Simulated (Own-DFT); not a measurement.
Simulation results for GaN (wurtzite, atoms displaced)

Computed with Own-DFT development build. A calculation, not a measurement: plane-wave PBE density functional theory by an unreviewed code, no spin, of a simulated periodic cell, stress positive in tension, free energy of the whole cell less one offset for each atom, forces on such cells passed a denser k mesh, this cell's mesh not checked; offsets are fitted by least squares, one for each functional and potential file, so energies compare only between cells with the same atoms and settings and are not formation energies; the far tail of each file's local potential was reset to the Coulomb form; each entry is a single point on an unrelaxed cell, so the pressure reflects the starting lattice, mostly measured values (interpolated for alloys), from which strain is counted, and rises with the displacements; printed positions are rounded, which can move forces by about a meV/angstrom; the program, named Own-DFT, is a retired in-house code; no spin-orbit coupling.

Common to all runs: functional PBE; potential files PseudoDojo norm-conserving, scalar-relativistic, standard set with the stringent files for Ga; wave cutoff 96 hartree; occupations Gaussian; smearing width 0.01 eV; k mesh 3 x 4 x 3 centred on Gamma.

(1) 
```xyz
96
Lattice="12.7560 0.0000 0.0000 -4.7835 8.2853 0.0000 0.0000 0.0000 10.3700" Properties=species:S:1:pos:R:3:force_x:R:1:force_y:R:1:force_z:R:1 formula=GaN free_energy_of_cell_above_offsets=-4.952 pressure=7.03 stress_xx=-4.93 stress_yy=-6.51 stress_zz=-9.64 stress_yz=-0.09 stress_xz=-0.22 stress_xy=-0.4
Ga    -0.0092     1.9208     0.0440      -0.77      -1.32     -0.702
Ga     1.6278     0.8940     2.6262     -1.311      0.434     -1.877
N      0.0300     1.8746     1.8735     -0.364     -0.625      2.116
N      1.6622     0.9960     4.4338     -1.507     -1.101      2.627
Ga    -0.0407     1.8796     5.2344      1.058     -0.838     -0.506
Ga     1.6527     0.8772     7.7931     -0.986      0.961     -0.524
N      0.0194     1.9560     7.1322     -0.065     -2.505        0.4
N      1.4715     0.9474     9.7420      2.183      0.142      -0.62
Ga    -1.5861     4.5638    10.2970      0.617      0.792      1.459
Ga     0.0486     3.6691     2.6362     -0.409      0.058     -1.174
N     -1.5365     4.6176     1.9618     -1.185     -0.321       -0.6
N     -0.0375     3.5730     4.4896      0.609      2.408      1.336
Ga    -1.5747     4.5848     5.1936      0.521      0.503     -0.208
Ga     0.0209     3.6487     7.8837      0.375      1.247     -1.721
N     -1.5654     4.5885     7.1491     -0.117      0.064      0.229
N      0.0669     3.6472     9.7417     -0.368      1.479       0.39
Ga    -3.1778     7.4368    10.3563      0.876     -0.722      0.151
Ga    -1.5811     6.5012     2.5677      0.048     -0.799      0.171
N     -3.2109     7.4025     1.9074      0.117     -0.883      0.522
N     -1.5493     6.4654     4.5661     -0.152     -0.185     -0.522
Ga    -3.1596     7.3961     5.1562      0.175      0.196     -0.824
Ga    -1.5181     6.4426     7.7610     -1.018     -0.076     -0.918
N     -3.1582     7.3905     7.0321      -0.52     -0.716      1.849
N     -1.5887     6.4006     9.6481       0.27      1.172      1.143
Ga     3.1721     1.8791     0.0520      0.117     -0.449     -0.796
Ga     4.7944     0.9177     2.6478     -0.342     -0.692     -0.878
N      3.1608     1.8488     1.9918       0.92     -0.792     -0.932
N      4.7526     0.9766     4.5522      0.223     -0.408      0.177
Ga     3.1382     1.8630     5.1705      0.512      0.508       0.09
Ga     4.7070     0.9788     7.7423      1.832     -0.568      0.369
N      3.2364     1.9296     7.0972     -1.056      -0.59      0.549
N      4.8754     1.0206     9.7098     -1.715     -0.808      0.082
Ga     1.6058     4.6559     0.0356     -0.104     -0.186     -0.395
Ga     3.2288     3.6195     2.5564     -1.213      1.194      1.549
N      1.6161     4.6223     1.9450      0.427     -0.957      0.228
N      3.1420     3.6840     4.5842      0.558      0.661     -0.805
Ga     1.5785     4.6902     5.2927     -0.215     -1.572      -2.71
Ga     3.2548     3.7109     7.8253     -0.634      0.418     -1.902
N      1.6633     4.5932     7.0867     -0.795      0.444      2.908
N      3.2171     3.7410     9.6692      -1.27     -1.108      1.615
Ga     0.0684     7.3996    10.3464     -0.935      0.146      0.072
Ga     1.6437     6.3890     2.6242     -0.367      0.742     -0.184
N      0.0705     7.3213     1.9261     -0.509      1.019       0.31
N      1.5715     6.4444     4.5499      0.129      0.345       0.15
Ga     0.0256     7.4229     5.2466     -0.404     -0.309     -2.896
Ga     1.6144     6.4939     7.7054     -0.315     -0.511      0.913
N     -0.0225     7.4078     7.0355      0.541      0.123      3.099
N      1.5895     6.4490     9.7321      0.566      0.306     -0.915
Ga     6.3840     1.9729     0.0197      0.496     -2.267      0.335
Ga     7.9581     1.0019     2.5696     -0.242     -1.616      0.519
N      6.3203     1.8573     1.9824      0.747      0.961     -0.277
N      7.9591     0.8011     4.5722      0.187      2.961     -0.976
Ga     6.3644     1.8205     5.1419      0.608      0.054      0.606
Ga     8.0240     0.9668     7.7311     -0.673     -0.962      0.317
N      6.4280     1.7922     7.1282     -1.146      1.155      -0.28
N      8.0058     0.9271     9.6869     -0.989      0.718      0.393
Ga     4.6882     4.6420    10.3219      1.452     -0.165      1.438
Ga     6.3635     3.8015     2.5619     -0.875     -1.722      0.528
N      4.7313     4.6167     2.0036      0.636      0.001     -1.183
N      6.3476     3.7289     4.5493       1.36     -1.323     -1.165
Ga     4.8273     4.4952     5.1638     -2.356      2.186      0.589
Ga     6.3807     3.6516     7.8443     -0.514     -0.319     -2.057
N      4.7816     4.6912     7.1057      0.848     -1.753       0.38
N      6.3526     3.6802     9.7090      0.237      1.872      0.814
Ga     3.1729     7.4455     0.0245     -0.048     -0.886     -0.362
Ga     4.7640     6.4409     2.6101     -0.099      0.631      0.505
N      3.1925     7.3346     1.9411     -0.088      1.039      0.435
N      4.7747     6.5702     4.6190      0.604     -2.472     -1.247
Ga     3.1883     7.3400     5.1911      -0.58     -0.422      0.479
Ga     4.8541     6.4184     7.7787     -1.368      1.584      0.203
N      3.1529     7.4108     7.1142      1.276     -0.312      0.599
N      4.7474     6.4189     9.7888      0.872      1.285     -1.052
Ga     9.5580     1.8260    10.2881      -0.14      0.432      0.844
Ga    11.1071     0.9502     2.6016      1.679     -0.535     -1.348
N      9.5726     1.8087     1.9187     -0.717      0.566     -0.426
N     11.2221     0.9756     4.4466      -1.08      -0.51      2.179
Ga     9.5564     1.9206     5.1825      0.127     -1.751      0.298
Ga    11.0988     0.8860     7.7625      1.502      2.544      1.193
N      9.5860     1.8730     7.1834     -0.027      0.641     -0.976
N     11.1163     0.9541     9.7630      1.217     -0.761     -0.662
Ga     7.9590     4.6096     0.0140      0.417     -0.026     -0.322
Ga     9.5118     3.6207     2.5583       1.89       0.91      0.533
N      7.9546     4.5334     1.9292      0.426      0.948       0.03
N      9.5999     3.6897     4.5861     -1.392      0.549     -1.108
Ga     7.9135     4.6019     5.1548      1.287      0.602     -0.293
Ga     9.5548     3.7272     7.8528      0.416      -0.13     -2.741
N      7.9174     4.5652     7.0553      0.393      0.159      1.428
N      9.5862     3.6991     9.6697     -0.897     -0.224      2.075
Ga     6.4214     7.3644     0.0025     -0.603      0.202        0.6
Ga     7.9351     6.3913     2.6648      0.696        0.8     -3.462
N      6.3722     7.3201     1.9996      0.086      0.421      -0.72
N      8.0271     6.4722     4.4251     -0.687     -0.347       3.93
Ga     6.3598     7.4014     5.1667      0.884      0.548     -0.165
Ga     7.9110     6.3107     7.8482      0.925      2.075     -1.358
N      6.3701     7.4860     7.1507      0.646     -3.165     -0.621
N      8.0636     6.4483     9.7602      -1.42     -0.491     -0.341
```

Units: free_energy_of_cell_above_offsets in eV; pressure, stress_xx, stress_yy, stress_zz, stress_yz, stress_xz, stress_xy in GPa; force_x, force_y, force_z in eV/Å.

(2) 
```xyz
96
Lattice="12.7560 0.0000 0.0000 -4.7835 8.2853 0.0000 0.0000 0.0000 10.3700" Properties=species:S:1:pos:R:3:force_x:R:1:force_y:R:1:force_z:R:1 formula=GaN free_energy_of_cell_above_offsets=-5.353 pressure=6.86 stress_xx=-7.3 stress_yy=-6.17 stress_zz=-7.12 stress_yz=0.01 stress_xz=0.43 stress_xy=-0.02
Ga     0.0053     1.7651     0.0506     -0.539      1.909     -0.901
Ga     1.6587     0.9358     2.6263     -0.133     -0.468      -1.05
N      0.0510     1.7808     1.9923     -0.098      0.766     -0.036
N      1.5197     0.8951     4.5362      2.282      0.852     -0.546
Ga     0.0817     1.7975     5.1464     -2.621       1.44      1.845
Ga     1.5868     0.8967     7.8705      0.064      0.376      -0.89
N      0.0283     1.8646     7.1727      0.185     -0.466     -0.795
N      1.5970     0.8917     9.8089     -0.363     -0.348     -0.387
Ga    -1.6144     4.6838    10.3545      1.251     -2.181       0.69
Ga     0.0008     3.6335     2.5853     -0.918      1.106     -0.603
N     -1.6646     4.6656     1.9432      0.816     -1.291       0.79
N      0.0025     3.7757     4.5970     -1.182     -2.987     -2.073
Ga    -1.5711     4.5705     5.1708     -1.545      0.627      1.131
Ga     0.0279     3.7189     7.7418     -0.931     -0.716      1.482
N     -1.5912     4.6492     7.1784     -0.322     -0.865     -0.901
N      0.0337     3.6807     9.7246     -0.097          0      0.643
Ga    -3.2035     7.3731     0.0656      0.729      -0.68     -0.054
Ga    -1.5546     6.4359     2.6320     -0.277       0.08     -0.412
N     -3.2383     7.3482     2.0388      1.335      0.758      -0.53
N     -1.6316     6.4180     4.5836      0.649      0.478      -0.29
Ga    -3.1686     7.4418     5.0888     -0.688     -2.669      2.067
Ga    -1.5224     6.4417     7.7997     -2.111      -0.21      0.005
N     -3.2363     7.3506     7.2221      1.258      0.608     -1.481
N     -1.5976     6.3987     9.7245     -0.148      2.337      0.006
Ga     3.1404     1.8134    10.3283      0.969      0.362      0.966
Ga     4.7341     0.8559     2.6197      1.012      0.509     -0.743
N      3.2336     1.8588     1.9646     -0.756     -0.126     -0.174
N      4.7996     0.9174     4.5196     -1.092     -0.887      0.708
Ga     3.1641     1.7593     5.2014       0.88      1.241      0.155
Ga     4.7764     0.9373     7.8007     -0.269     -0.249     -0.096
N      3.2216     1.8739     7.1552     -1.042     -0.845     -0.167
N      4.7824     0.9305     9.7620     -0.475      0.065      -0.71
Ga     1.6846     4.6550     0.0575     -1.618     -1.069     -2.436
Ga     3.1861     3.6871     2.6163      0.228      0.383      0.027
N      1.5509     4.6023     1.8786      0.844      0.019      2.647
N      3.3025     3.7420     4.5834     -3.081     -1.646     -0.662
Ga     1.4934     4.5397     5.1303      4.004       2.29      1.397
Ga     3.1926     3.7069     7.7493      -0.14      0.272      0.076
N      1.5434     4.6012     7.1326      1.403      0.933     -0.749
N      3.1345     3.5960     9.6935       0.72      1.341       0.45
Ga    -0.0035     7.4006    10.2920     -0.742     -0.506      1.272
Ga     1.6199     6.4598     2.6034     -0.372     -0.278     -0.589
N      0.0290     7.3525     1.9169     -0.339     -0.036      0.011
N      1.5983     6.4925     4.4924     -0.117     -0.959      0.929
Ga     0.0077     7.2901     5.2602     -0.004      0.809      -2.28
Ga     1.6102     6.4916     7.7505      0.073     -0.573     -0.128
N     -0.0821     7.3512     7.0802      1.678      0.889      1.916
N      1.5400     6.4781     9.7402      0.922     -0.393     -0.702
Ga     6.3755     1.8645    10.3341       -0.1      0.063      0.681
Ga     7.9364     0.8577     2.6090      0.426       1.84      0.278
N      6.3524     1.8313     1.9516      0.082     -0.569     -0.055
N      7.9907     0.9418     4.5952     -0.754     -0.049     -0.664
Ga     6.3123     1.8712     5.1584      0.984     -0.122      0.377
Ga     7.9824     0.9300     7.8336       -0.2     -0.121     -1.878
N      6.2906     1.8203     7.1273      1.675      0.763     -0.004
N      7.9244     0.9336     9.6929       0.76     -0.248      1.454
Ga     4.7286     4.6003     0.0856       0.07      -0.46     -1.747
Ga     6.3000     3.6522     2.5550      1.676      0.216      0.019
N      4.8138     4.6149     1.9520     -1.303      0.627      0.774
N      6.3032     3.7335     4.4825      2.148     -0.993      0.454
Ga     4.8335     4.5590     5.1723     -0.655      1.989        1.2
Ga     6.3742     3.7627     7.7617       0.16     -1.853      1.102
N      4.8391     4.5838     7.1710     -1.217      1.104     -1.028
N      6.2954     3.6870     9.7543      1.343       0.55     -0.325
Ga     3.1146     7.3645     0.0224      1.455      0.286     -0.564
Ga     4.8029     6.5212     2.5393      0.614     -1.425        1.1
N      3.2591     7.3677     1.9898      -1.65     -0.202      -0.93
N      4.7522     6.5026     4.5714      1.331     -1.635     -1.218
Ga     3.2358     7.3370     5.1432      -1.52      1.035      0.449
Ga     4.8517     6.4824     7.7499     -2.609     -1.658      1.353
N      3.2213     7.3328     7.0501     -0.382      0.553      1.478
N      4.7858     6.3740     9.7539     -0.301      1.449      0.051
Ga     9.5976     1.8772     0.0814     -0.828      -0.21     -1.522
Ga    11.1991     0.9606     2.6019     -1.185     -0.036      0.425
N      9.5460     1.8891     1.9152      0.149     -0.632      2.207
N     11.1834     0.9739     4.5669     -0.037     -0.748      0.044
Ga     9.5420     1.8735     5.2051      0.601      -0.83      0.533
Ga    11.1734     0.9557     7.7990      0.397      0.444     -0.603
N      9.6239     1.8694     7.1985     -1.292     -0.084     -0.881
N     11.1001     0.9927     9.6761       1.12     -1.121      1.759
Ga     7.9993     4.6379     0.0032     -0.364     -0.488        0.3
Ga     9.4838     3.7129     2.7138      1.038     -0.279     -2.232
N      8.0178     4.6427     1.9888     -1.652     -0.342     -0.644
N      9.5726     3.6450     4.5476     -0.273      0.956      1.614
Ga     7.9401     4.6301     5.2672      0.275     -1.215     -2.405
Ga     9.5428     3.6855     7.7724      0.923       0.31      0.898
N      7.9620     4.6018     7.0904      0.087      0.256      1.923
N      9.6274     3.6752     9.8022     -1.474      0.655     -1.371
Ga     6.4747     7.3932    10.3622     -2.463      0.367      0.299
Ga     7.9579     6.4517     2.6041     -0.377     -0.447      0.198
N      6.3791     7.4035     2.0116      0.602      0.202     -0.999
N      7.9917     6.3547     4.5367     -0.251      1.782      0.583
Ga     6.3565     7.2955     5.1630      0.604      1.398      0.557
Ga     7.9599     6.4656     7.7311     -0.448      0.082      0.686
N      6.2891     7.4133     7.2628      2.819      0.242     -2.263
N      7.9762     6.5265     9.7261      0.717     -1.407     -0.293
```

Units: free_energy_of_cell_above_offsets in eV; pressure, stress_xx, stress_yy, stress_zz, stress_yz, stress_xz, stress_xy in GPa; force_x, force_y, force_z in eV/Å.
